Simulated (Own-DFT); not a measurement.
GaP (zincblende, atoms displaced) (calculated)

All values are calculated (Own-DFT development build). A calculation, not a measurement: plane-wave PBE density functional theory by an unreviewed code, no spin, of a simulated periodic cell, stress positive in tension, free energy of the whole cell less one offset for each atom, forces on such cells passed a denser k mesh, this cell's mesh not checked; offsets are fitted by least squares, one for each functional and potential file, so energies compare only between cells with the same atoms and settings and are not formation energies; the far tail of each file's local potential was reset to the Coulomb form; each entry is a single point on an unrelaxed cell, so the pressure reflects the starting lattice, mostly measured values (interpolated for alloys), from which strain is counted, and rises with the displacements; printed positions are rounded, which can move forces by about a meV/angstrom; the program, named Own-DFT, is a retired in-house code; no spin-orbit coupling; before rounding, a Quantum ESPRESSO 7.3.1 run of the same cell and cutoff gave forces within 1 meV/angstrom rms on each cell, which checks the program and not the settings.

Settings shared by all entries: functional PBE; potential files PseudoDojo norm-conserving, scalar-relativistic, standard set; wave cutoff 42 hartree; occupations Fermi-Dirac; smearing width 0.1 eV; k mesh 2 x 3 x 3 centred on Gamma.

(1) GaP (zincblende, atoms displaced)

```xyz
96
Lattice="16.3515 0.0000 0.0000 0.0000 10.9010 0.0000 0.0000 0.0000 10.9010" Properties=species:S:1:pos:R:3 GaP
Ga     0.2998    10.7337    10.7817
Ga     0.1046     2.8771     2.6843
Ga     2.8259     0.1949     2.7883
Ga     2.8783     2.8613    10.8489
P      1.5288     1.4378     1.5283
P      1.5280     3.9815     4.2973
P      4.0890     1.2099     3.9275
P      3.8935     4.2148     1.3081
Ga     0.0913     0.3286     5.2885
Ga     0.1332     2.7517     8.3793
Ga     2.6887     0.1608     8.2435
Ga     2.5390     2.6252     5.3424
P      1.4322     1.4909     6.6889
P      1.2532     3.9268     9.5138
P      4.3023     1.5641     9.5562
P      4.0959     4.0292     6.7999
Ga    16.3300     5.4943     0.0407
Ga     0.0905     8.0358     2.5698
Ga     2.7921     5.4145     2.7499
Ga     2.5429     8.3325    10.8607
P      1.0170     6.8435     1.4081
P      1.5808     9.6471     4.3952
P      4.3060     6.5630     4.0583
P      3.9883     9.6805     1.1173
Ga     0.0173     5.5827     5.4505
Ga    16.0872     8.2078     8.1511
Ga     2.7308     5.5343     8.0832
Ga     2.7635     8.3370     5.3085
P      1.2781     6.8044     6.6499
P      1.4578     9.6778     9.3855
P      4.3146     6.8114     9.5533
P      4.0362     9.7171     6.6076
Ga     5.6218    10.7675    10.8596
Ga     5.5297     2.9059     2.6062
Ga     8.3429     0.1532     2.7182
Ga     8.3140     2.9102     0.1055
P      6.9518     1.5042     1.2072
P      6.8196     4.1669     4.0815
P      9.8036     1.5185     3.9770
P      9.2638     4.2051     1.7499
Ga     5.3012    10.7477     5.3008
Ga     5.5159     2.8797     8.3050
Ga     8.1237     0.0986     8.1157
Ga     8.4810     2.8457     5.3633
P      6.7765     1.4598     6.8910
P      6.6025     4.2385     9.4170
P      9.5268     1.6751     9.3613
P      9.4819     4.2937     7.0295
Ga     5.3411     5.4396    10.6121
Ga     5.6621     8.1876     2.4666
Ga     7.8992     5.7379     2.7475
Ga     8.2034     7.9196     0.2482
P      6.6735     6.7597     1.1675
P      6.7543     9.7169     4.0060
P      9.6409     6.8195     4.1513
P      9.4853     9.7637     1.0758
Ga     5.5784     5.5211     5.5272
Ga     5.8652     8.4005     8.0006
Ga     8.2053     5.5949     8.5866
Ga     8.4203     8.3854     5.2426
P      6.7286     6.6600     6.5838
P      6.9786     9.4193     9.2713
P      9.4425     6.8366     9.7415
P      9.5180     9.5111     6.6402
Ga    10.8546     0.1492     0.0967
Ga    10.9771     2.7972     2.7358
Ga    13.4997     0.0394     2.5438
Ga    13.7218     2.7219     0.2206
P     12.5838     1.4104     1.4003
P     12.1403     4.0892     4.0777
P     14.9138     1.3535     4.1749
P     15.1896     4.1889     1.5038
Ga    11.1269    10.6681     5.3452
Ga    11.0295     2.5058     8.1077
Ga    13.4592    10.7196     8.2228
Ga    13.7049     2.9392     5.4637
P     12.2708     1.3183     6.9578
P     12.4015     4.0208     9.5236
P     14.9910     1.6996     9.6524
P     15.0018     4.2480     6.6830
Ga    10.9036     5.3978    10.8117
Ga    10.9642     8.0449     3.1226
Ga    13.6070     5.4975     3.0351
Ga    13.5834     8.0716    10.6606
P     11.9815     6.8636     1.1852
P     12.2605     9.5897     4.0157
P     14.8971     6.9055     3.9647
P     14.8242     9.4100     1.3316
Ga    11.0023     5.3283     5.3497
Ga    10.8234     8.1329     7.9247
Ga    13.4943     5.4199     7.8620
Ga    13.5859     8.2417     5.2621
P     12.4256     6.7634     6.9940
P     12.2697     9.3974     9.2228
P     15.0344     7.0366     9.2397
P     15.1007     9.5548     6.7064
```

It finds free energy of cell above offsets -16.210 eV; pressure 8.59 GPa; stress xx -8.32 GPa; stress yy -9.44 GPa; stress zz -8.02 GPa; stress yz -0.37 GPa; stress xz -0.28 GPa; stress xy -0.89 GPa.

Force:
```tsv
element	x (eV/Å)	y (eV/Å)	z (eV/Å)
Ga	-3.147	3.051	3.083
Ga	0.775	-1.569	1.775
Ga	-2.741	-4.314	-2.609
Ga	-1.485	-1.715	-0.323
P	-1.285	0.07	-2.378
P	-3.723	4.683	-4.126
P	3.865	4.936	3.176
P	2.874	0.121	-0.293
Ga	0.244	-2.365	1.66
Ga	-3.226	-2.643	-4.725
Ga	2.18	1.442	-1.627
Ga	6.089	-1.491	1.232
P	-1.978	-1.47	3.747
P	4.045	5.234	3.287
P	-1.379	-2.36	0.726
P	-0.25	0.139	-0.556
Ga	-0.773	-0.558	-2.577
Ga	-4.494	6.444	5.544
Ga	-1.547	0.846	1.157
Ga	1.087	-1.885	0.067
P	7.148	-3.933	-4.233
P	-4.168	3.002	-5.326
P	-1.365	3.18	-1.294
P	0.612	-0.683	2.012
Ga	-0.99	-1.256	-1.927
Ga	5.804	3.979	-4.382
Ga	0.215	-0.558	0.252
Ga	3.143	-5.186	2.486
P	1.924	2.43	2.185
P	-0.516	-2.9	-1.681
P	-4.175	4.533	-3.213
P	-0.71	-1.997	3.866
Ga	0.257	1.111	-0.961
Ga	-0.762	-0.948	-0.161
Ga	-0.785	0.243	-0.584
Ga	-0.481	0.526	-1.331
P	-1.04	-1.162	1.005
P	0.435	-0.371	0.446
P	-1.074	-2.763	2.116
P	2.275	-0.328	-2.029
Ga	1.604	2.941	0.061
Ga	-1.248	-1.517	-3.57
Ga	0.995	0.437	-0.145
Ga	-1.497	0.216	1.144
P	0.124	-0.021	-2.084
P	4.402	-0.087	1.99
P	-1.258	-2.201	2.611
P	1.416	-0.987	-1.17
Ga	0.009	-1.968	4.187
Ga	-2.543	1.375	1.659
Ga	0.829	-0.492	1.178
Ga	0.766	3.352	-1.015
P	-0.587	-1.189	0.23
P	2.285	-1.457	-1.358
P	-2.51	-1.955	0.58
P	-1.537	-2.319	2.976
Ga	-4.302	-5.364	-2.458
Ga	-4.967	-3.811	-4.348
Ga	-1.986	-1.253	-3.417
Ga	-3.425	-1.751	-0.958
P	5.967	5.759	4.91
P	3.007	2.69	5.575
P	3.127	1.146	-1.09
P	1.182	2.245	2.063
Ga	1.855	1.434	-2.735
Ga	0.327	0.443	-2.581
Ga	3.572	-3.207	3.254
Ga	1.482	3.206	-1.314
P	-5.849	1.781	-1.316
P	2.626	-0.959	-0.323
P	-1.124	1.326	-2.418
P	-2.996	0.677	-0.229
Ga	-2.626	3.739	2.952
Ga	-0.85	4.137	0.67
Ga	3.909	2.97	-1.965
Ga	-0.969	-1.834	-0.061
P	2.19	-1.518	-3.786
P	-0.514	0.071	0.187
P	0.459	-3.843	-0.957
P	1.167	-0.805	1.313
Ga	-0.637	-1.47	0.354
Ga	1.103	1.121	-4.333
Ga	-1.048	-1.06	-3.271
Ga	-0.643	0.317	1.037
P	2.142	0.613	1.895
P	2.267	-1.079	-2.214
P	2.117	0.786	1.513
P	1.374	0.502	-0.701
Ga	-1.832	1.84	3.587
Ga	-0.373	-0.527	1.146
Ga	4.246	-4.547	4.787
Ga	1.068	-0.18	2.149
P	-5	5.122	-5.773
P	-2.998	-1.283	3.699
P	-3.85	-6.836	5.392
P	-1.322	1.755	-0.997
```

(2) GaP (zincblende, atoms displaced)

```xyz
96
Lattice="16.3515 0.0000 0.0000 0.0000 10.9010 0.0000 0.0000 0.0000 10.9010" Properties=species:S:1:pos:R:3 GaP
Ga    16.3433     0.0762    10.7398
Ga    16.2987     2.7663     2.8334
Ga     2.6455     0.2287     2.7487
Ga     2.7300     2.9045     0.1500
P      1.5284     1.4675     1.2251
P      1.7509     3.9647     3.9680
P      4.0419     1.6727     3.7457
P      4.1483     4.0527     1.4172
Ga    16.3388     0.0304     5.4170
Ga     0.1121     2.8614     8.3456
Ga     2.6990    10.8509     8.1040
Ga     2.7522     2.6581     5.3785
P      1.2551     1.2787     6.4837
P      1.5701     4.0288     9.1664
P      4.0631     1.6634     9.4163
P      4.1421     4.1207     6.8668
Ga     0.0495     5.6009     0.0542
Ga     0.1458     8.4750     2.8610
Ga     2.1792     5.3662     2.5958
Ga     2.6602     8.1622    10.6169
P      1.4791     6.9782     1.3493
P      1.7540     9.7328     4.1321
P      4.0709     6.7125     4.1089
P      4.1792     9.3554     1.7736
Ga    16.3060     5.4750     5.4616
Ga     0.0137     8.1319     8.2232
Ga     2.4026     5.5719     8.0956
Ga     2.6141     7.8752     5.3909
P      1.5054     6.7617     6.7008
P      1.3869     9.5991     9.3560
P      4.2669     6.9084     9.5541
P      4.1918     9.5004     6.6689
Ga     5.2549     0.0515    10.8866
Ga     5.3758     2.6774     2.7561
Ga     8.3658    10.7600     3.0719
Ga     8.0570     2.5082     0.0798
P      7.1742     1.2278     1.4315
P      6.7871     3.9061     4.0917
P      9.6656     1.0410     4.1011
P      9.4853     3.9824     1.4043
Ga     5.4647     0.1429     5.4402
Ga     5.4770     2.9205     7.9988
Ga     8.3778    10.8862     8.4359
Ga     8.1312     2.4969     5.2361
P      6.9846     1.2124     6.9329
P      6.5873     3.8799     9.5262
P      9.3734     1.2094     9.5832
P      9.7415     4.2990     6.7541
Ga     5.3042     5.5171    10.6612
Ga     5.5841     8.1431     2.8100
Ga     8.2735     5.4887     2.7322
Ga     8.1090     7.9685     0.0535
P      6.7117     6.8985     1.5181
P      6.6899     9.6695     4.0677
P      9.8299     6.8423     4.2247
P      9.6680     9.6116     1.4158
Ga     5.4951     5.2398     5.3570
Ga     5.4924     8.2734     8.0239
Ga     8.2469     5.5209     7.8979
Ga     8.0525     8.2747     5.5450
P      6.6021     6.8256     6.7347
P      6.8880     9.6331     9.3300
P      9.4277     6.8458     9.8080
P      9.4479     9.4238     6.8060
Ga    10.9305     0.1653     0.1909
Ga    11.0815     2.7184     2.7719
Ga    13.4793     0.1654     2.5562
Ga    13.5872     2.8686     0.0433
P     12.4413     1.3432     1.2593
P     12.1961     4.0412     4.2063
P     15.1082     1.5627     3.7189
P     15.0491     4.3916     1.1293
Ga    10.8019    10.6872     5.5667
Ga    11.0402     2.8068     8.2171
Ga    13.6630    10.7452     8.4137
Ga    13.8096     2.8416     5.4522
P     12.2945     1.3011     6.7716
P     12.2775     4.0653     9.7338
P     15.0375     1.1480     9.3868
P     14.9670     4.1987     6.8408
Ga    11.1222     5.7044    10.6003
Ga    10.6931     8.0953     2.6759
Ga    13.5150     5.3469     2.5313
Ga    13.8087     8.2160     0.0601
P     12.3548     7.0395     1.2938
P     12.0784     9.7403     4.0370
P     15.2397     6.7939     4.1733
P     15.2668     9.8525     1.2026
Ga    10.9579     5.6871     5.5350
Ga    10.8509     7.8614     8.0537
Ga    13.6430     5.4806     8.2610
Ga    13.4819     8.2422     5.5250
P     12.2768     6.8085     6.9293
P     12.1746     9.6631     9.4803
P     14.9064     6.8245     9.4191
P     14.7515     9.5677     6.7914
```

Results for GaP (zincblende, atoms displaced): free energy of cell above offsets -20.017 eV; pressure 7.48 GPa; stress xx -7.24 GPa; stress yy -7.84 GPa; stress zz -7.37 GPa; stress yz 2.35 GPa; stress xz 0 GPa; stress xy -2.16 GPa.

Force:
```tsv
element	x (eV/Å)	y (eV/Å)	z (eV/Å)
Ga	3.563	1.401	-0.625
Ga	5.722	5.288	-4.755
Ga	1.806	-0.559	-1.66
Ga	1.261	0.242	-2.333
P	-3.099	-1.051	0.279
P	-4.861	-1.102	2.378
P	-3.035	-4.773	5.46
P	-0.302	2.557	-0.654
Ga	-2.293	-2.243	-2.192
Ga	-3.412	-3.204	-3.2
Ga	1.725	1.625	-1.477
Ga	1.558	-0.276	1.821
P	2.147	2.624	3.788
P	0.468	0.138	5.711
P	-0.74	-1.989	0.5
P	-2.564	0.981	-1.809
Ga	1.578	1.551	-2.427
Ga	0.047	-0.196	-0.392
Ga	4.315	2.055	-1.774
Ga	1.497	0.457	1.704
P	-1.73	0.953	-1.063
P	-2.921	-1.799	1.481
P	0.294	-0.738	-1.215
P	-2.897	2.897	-3.871
Ga	1.952	-1.667	0.541
Ga	-0.435	0.422	-1.782
Ga	5.268	0.159	0.786
Ga	3.502	3.557	-2.029
P	-5.007	0.753	0.6
P	-0.967	-0.649	1.23
P	-3.03	2.052	-3.016
P	-2.037	0.431	-0.116
Ga	1.032	-0.318	0.505
Ga	5.811	2.57	-4.245
Ga	-2.231	-1.702	-3.786
Ga	1.086	3.048	-2.044
P	-3.918	-2.116	2.523
P	0.958	1.204	-0.963
P	2.144	4.582	1.613
P	1.23	0.443	-0.635
Ga	-0.491	0.52	-0.105
Ga	0.57	-3.276	-0.352
Ga	-2.172	-3.365	-5.204
Ga	0.977	-0.292	1.374
P	-0.685	1.413	-0.745
P	3.077	2.376	1.634
P	5.241	5.293	3.368
P	-0.96	-2.471	0.234
Ga	2.093	-3.117	3.246
Ga	-0.861	-0.348	2.525
Ga	-0.237	-0.461	0.521
Ga	-1.847	4.021	1.488
P	1.687	-2.738	-1.893
P	0.954	-1.016	0.988
P	-4.441	1.065	-1.475
P	-2.045	-0.734	-0.4
Ga	-0.947	0.947	0.34
Ga	0.126	0.375	1.153
Ga	-1.275	0.095	1.866
Ga	-0.823	-0.854	-1.398
P	1.783	-1.051	-0.607
P	-1.894	-2.23	2.702
P	1.512	-1.795	-4.412
P	0.823	-0.001	2.102
Ga	-0.779	-1.193	-2.065
Ga	-1.637	-0.77	-0.735
Ga	3.112	-2.782	2.959
Ga	2.665	-1.35	0.217
P	-2.254	3.583	-1.086
P	1.263	1.262	-0.211
P	-5.63	-5.612	5.334
P	-1.034	-3.494	2.267
Ga	0.801	1.376	1.104
Ga	-0.952	-0.954	-0.689
Ga	-1.018	0.687	-2.959
Ga	-0.964	-1.449	-0.625
P	0.502	0.356	0.636
P	-0.222	0.632	-2.748
P	0.497	4.495	0.671
P	0.92	-0.504	0.92
Ga	-0.623	-0.206	2.861
Ga	2.234	1.181	-0.447
Ga	-0.069	1.032	1.37
Ga	0.005	1.82	-0.879
P	-0.682	-1.322	0.832
P	2.003	-2.214	-1.025
P	-2.798	2.138	-2.172
P	-2.988	-3.399	3.484
Ga	1.862	-2.407	0.33
Ga	-2.4	3.166	2.537
Ga	-0.994	-1.441	-0.621
Ga	0.166	-0.174	-1.752
P	2.365	-0.949	-1.113
P	-1.393	-2.334	1.904
P	1.748	0.729	1.763
P	2.647	0.13	0.125
```

(3) GaP (zincblende, atoms displaced)

```xyz
96
Lattice="16.3515 0.0000 0.0000 0.0000 10.9010 0.0000 0.0000 0.0000 10.9010" Properties=species:S:1:pos:R:3 GaP
Ga     0.0062    10.8741    10.7818
Ga    16.2723     2.7473     2.9520
Ga     2.5026     0.0610     2.6228
Ga     2.9318     2.7347    10.8991
P      1.4509     1.3389     1.2897
P      1.4210     4.1680     4.3108
P      4.1398     1.2977     4.0066
P      4.0232     3.8815     1.2045
Ga     0.1606     0.0085     5.4941
Ga    16.3239     2.6029     8.0575
Ga     2.9108    10.8162     8.3017
Ga     2.7731     2.8236     5.8645
P      1.2568     1.0421     6.6996
P      1.2735     3.9089     9.5781
P      4.2157     1.6095     9.4342
P      4.2161     4.0898     6.5318
Ga    16.1381     5.2631     0.1251
Ga     0.0193     8.2411     2.7978
Ga     2.7063     5.2054     2.4900
Ga     2.2375     8.0528    10.7710
P      1.6709     6.6768     1.4007
P      1.5229     9.5848     4.2886
P      4.1228     6.6974     4.2645
P      3.9691     9.5704     1.6494
Ga    16.2605     5.6205     5.3574
Ga     0.0851     8.1676     8.3512
Ga     2.6901     5.4707     8.1081
Ga     2.4291     8.3332     5.4118
P      1.0625     6.4175     6.7345
P      1.4575     9.4008     9.5543
P      4.0576     7.1512     9.5116
P      4.3922     9.4270     6.8118
Ga     5.3030     0.0636    10.7795
Ga     5.5253     2.8415     2.7626
Ga     8.0661     0.3523     2.9228
Ga     8.5580     2.8155     0.0556
P      6.5753     1.1683     1.5264
P      6.7500     3.8353     3.9343
P      9.5956     1.4379     4.2475
P      9.3302     4.0216     1.2887
Ga     5.4094    10.8926     5.2182
Ga     5.5737     2.8990     8.3690
Ga     8.2154     0.0601     8.0083
Ga     8.4185     3.0532     5.4746
P      7.1037     1.5302     6.8233
P      6.8046     3.9822     9.4417
P      9.5722     1.5607     9.7380
P      9.3940     4.0998     6.6381
Ga     5.6020     5.5995    10.8922
Ga     5.4048     8.0924     2.4200
Ga     8.1456     5.4312     2.7240
Ga     8.2545     8.2645     0.0516
P      7.0657     6.9251     0.9903
P      6.9534     9.6144     3.9835
P      9.8011     6.7361     4.1057
P      9.5630     9.7096     1.2755
Ga     5.6161     5.4559     5.3858
Ga     5.4020     8.1724     8.0233
Ga     8.3135     5.7335     7.8777
Ga     8.3575     8.1309     5.3456
P      7.1367     6.7863     6.9359
P      6.4695     9.4763     9.4304
P      9.2990     6.7192     9.5790
P      9.4651     9.4858     6.8062
Ga    10.7559     0.1856     0.2925
Ga    11.0705     2.7170     2.5238
Ga    13.5363     0.3876     2.8644
Ga    13.3181     2.3956     0.0347
P     11.9592     1.3283     1.2473
P     12.3009     4.1230     4.2073
P     14.9263     1.4873     3.9752
P     14.9411     4.1827     1.1022
Ga    10.9027     0.1132     5.3728
Ga    11.0875     2.6282     8.2346
Ga    13.7022    10.8113     8.1211
Ga    13.7660     2.5910     5.0778
P     12.1247     1.4901     6.7004
P     12.4814     3.9107     9.6895
P     15.1269     1.4216     9.7518
P     15.2956     4.0878     6.8919
Ga    11.1674     5.5155     0.0240
Ga    10.9302     8.0821     2.7815
Ga    13.6608     5.4866     2.5873
Ga    13.4719     8.3151     0.0930
P     12.4801     6.7179     1.2516
P     12.4002     9.6797     4.0466
P     14.9866     7.0720     4.2051
P     14.9000     9.3075     1.3418
Ga    10.8434     5.0394     5.5625
Ga    10.9659     7.8211     7.8696
Ga    13.5819     5.2345     8.0961
Ga    13.5948     8.0892     5.3654
P     12.3513     6.5954     6.7261
P     12.2334     9.6167     9.3906
P     14.8483     6.7010     9.5974
P     14.9239     9.4234     6.9055
```

It finds free energy of cell above offsets -6.639 eV; pressure 9.66 GPa; stress xx -9.4 GPa; stress yy -10.25 GPa; stress zz -9.32 GPa; stress yz -0.53 GPa; stress xz -2.91 GPa; stress xy -1.27 GPa.

Force:
```tsv
element	x (eV/Å)	y (eV/Å)	z (eV/Å)
Ga	0.704	-1.652	1.821
Ga	2.766	2.577	-2.808
Ga	2.021	-0.768	2.303
Ga	-4.247	-2.541	-3.159
P	-2.174	1.397	-0.768
P	-0.522	-0.848	-1.591
P	-1.994	1.86	0.102
P	4.472	4.127	3.554
Ga	-5.715	-4.167	-3.758
Ga	1.394	-1.317	1.516
Ga	0.505	-0.059	-1.057
Ga	-2.667	-3.585	-3.13
P	5.02	5.363	5.974
P	1.01	0.761	-0.237
P	-1.805	-2.531	0.332
P	2.227	1.965	4.428
Ga	6.58	5.621	-5.321
Ga	1.206	-0.201	-0.397
Ga	1.634	-1.15	3.241
Ga	4.756	-2.152	2.998
P	-4.513	0.938	0.078
P	-4.517	4.534	-6.377
P	-0.761	1.247	-2.318
P	-0.641	0.122	-3.291
Ga	-2.871	-3.15	-3.584
Ga	-1.943	-2.096	-1.629
Ga	0.678	-0.582	0.667
Ga	5.28	-6.743	5.644
P	4.631	5.709	4.802
P	-2.032	5.17	-2.685
P	-0.712	-2.68	0.4
P	-4.45	3.465	-3.523
Ga	-0.146	-0.989	1.214
Ga	-4.479	-3.994	-3.855
Ga	1.179	-1.176	-0.373
Ga	-7.579	-2.906	-3.243
P	0.737	1.727	-1.826
P	4.464	4.977	4.139
P	-0.172	1.748	-2.203
P	5.616	5.903	5.91
Ga	1.671	-0.564	1.485
Ga	-2.178	-2.418	-5.787
Ga	-0.35	-0.636	2.213
Ga	-6.628	-7.411	-6.602
P	-2.226	0.714	-1.119
P	4.587	4.695	3.955
P	1.747	-3.763	-4.095
P	4.134	4.14	9.852
Ga	-1.574	-1.489	-1.911
Ga	1.127	-0.694	2.022
Ga	-0.119	0.515	-0.131
Ga	1.526	3.92	-3.214
P	-2.835	-2.753	5.033
P	-0.655	-2.124	0.354
P	-1.641	-1.393	0.553
P	-1.866	-2.654	3.155
Ga	1.166	0.153	-0.063
Ga	2.514	-3.388	1.561
Ga	5.449	-7.643	5.999
Ga	-1.084	0.494	-0.474
P	-8.765	6.324	-6.97
P	3.333	1.449	1.226
P	3.599	0.258	0.25
P	2.239	-0.091	-0.291
Ga	-2.666	-3.882	-6.86
Ga	-2.83	2.763	3.369
Ga	-1.409	-3.048	-2.916
Ga	4.03	0.545	-0.512
P	6.179	1.273	4.512
P	1.206	-0.717	-3.095
P	4.808	-4.746	-0.485
P	-5.72	-6.841	6.789
Ga	0.125	-2.273	1.165
Ga	-1.357	1.164	1.171
Ga	-0.521	1.814	0.795
Ga	-4.114	4.555	6.203
P	2.859	-1.132	-0.584
P	-2.095	2.075	-2.318
P	-2.226	0.27	-2.14
P	-3.023	0.423	-2.198
Ga	-2.804	-1.515	-1.396
Ga	1.163	1.628	-1.831
Ga	1.253	-0.802	2.118
Ga	-0.23	-0.495	-3.189
P	-2.096	2.089	1.525
P	-1.279	-0.849	0.414
P	1.085	-2.909	-3.084
P	1.983	3.385	1.278
Ga	2.458	3.712	-1.639
Ga	-1.813	2.393	2.466
Ga	1.713	0.094	0.783
Ga	-1.725	2.341	2.232
P	0.054	-1.007	-1.266
P	-1.178	-0.757	1.166
P	0.571	0.983	-0.082
P	1.486	-0.098	-1.38
```
